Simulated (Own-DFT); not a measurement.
# Which defects push the lattice out? wurtzite GaN

Everything here is calculated. The program is Own-DFT (plane waves, in-house, since retired, never reviewed by a person); positions were held fixed, and spin and spin-orbit coupling were off.

Settings: PBE; PseudoDojo norm-conserving scalar-relativistic files; cutoff 42 hartree; 4 x 4 x 3 k mesh centred on Gamma; Fermi-Dirac smearing of 0.1 eV.

Known weak points (not all hold for every row): not probed for a lower state with spin; forces not confirmed at this smearing and k mesh; stress not checked against mesh or cutoff.

All runs share one cell, with vectors in Å (9.567, 0.000, 0.000); (-4.784, 8.285, 0.000); (0.000, 0.000, 10.370) and a volume of 822.0 Å³. Atoms were moved at random from their sites; u is the rms move along one axis. The defect's site can differ from row to row.

| cell | formula | u (Å) | P (GPa) |
|---|---|---|---|
| no defect | Ga36N36 | 0.0201 | 5.90 |
| no defect | Ga36N36 | 0.0206 | 5.92 |
| no defect | Ga36N36 | 0.0515 | 8.23 |
| one Ga on an N site | Ga37N35 | 0.0304 | 12.08 |
| one Ga on an N site | Ga37N35 | 0.0476 | 13.24 |
| one Ga on an N site | Ga37N35 | 0.0504 | 13.40 |
| one N on a Ga site | Ga35N37 | 0.0296 | 5.58 |
| one N on a Ga site | Ga35N37 | 0.0305 | 5.50 |
| one N on a Ga site | Ga35N37 | 0.0469 | 6.70 |
| one N on a Ga site | Ga35N37 | 0.0503 | ? |

## Analysis

P = P0 + c u² + a shift for each defect gives P0 = 5.57 GPa, c = 960 ± 45 GPa/Å² and a scatter of 0.11 GPa. The shifts, and each times the cell's volume:

- one Ga on an N site: 5.50 ± 0.10 GPa, 28.2 eV
- one N on a Ga site: -0.92 ± 0.09 GPa, -4.7 eV

A positive shift means that the defect pushes the cell outwards. Shift times volume (160.2 GPa Å³ is 1 eV) depends little on the cell's size, so, taken for each site, it can be compared between cells at like pressure. The atoms around the defects weren't relaxed, which would change these numbers.

## Check

Question: what pressure belongs in the blank (one N on a Ga site, u = 0.0503 Å)?

From the fit: 7.08 ± 0.14 GPa. The hidden result is 6.65 GPa. That is outside the usual scatter, by luck or through something left out of the fit.
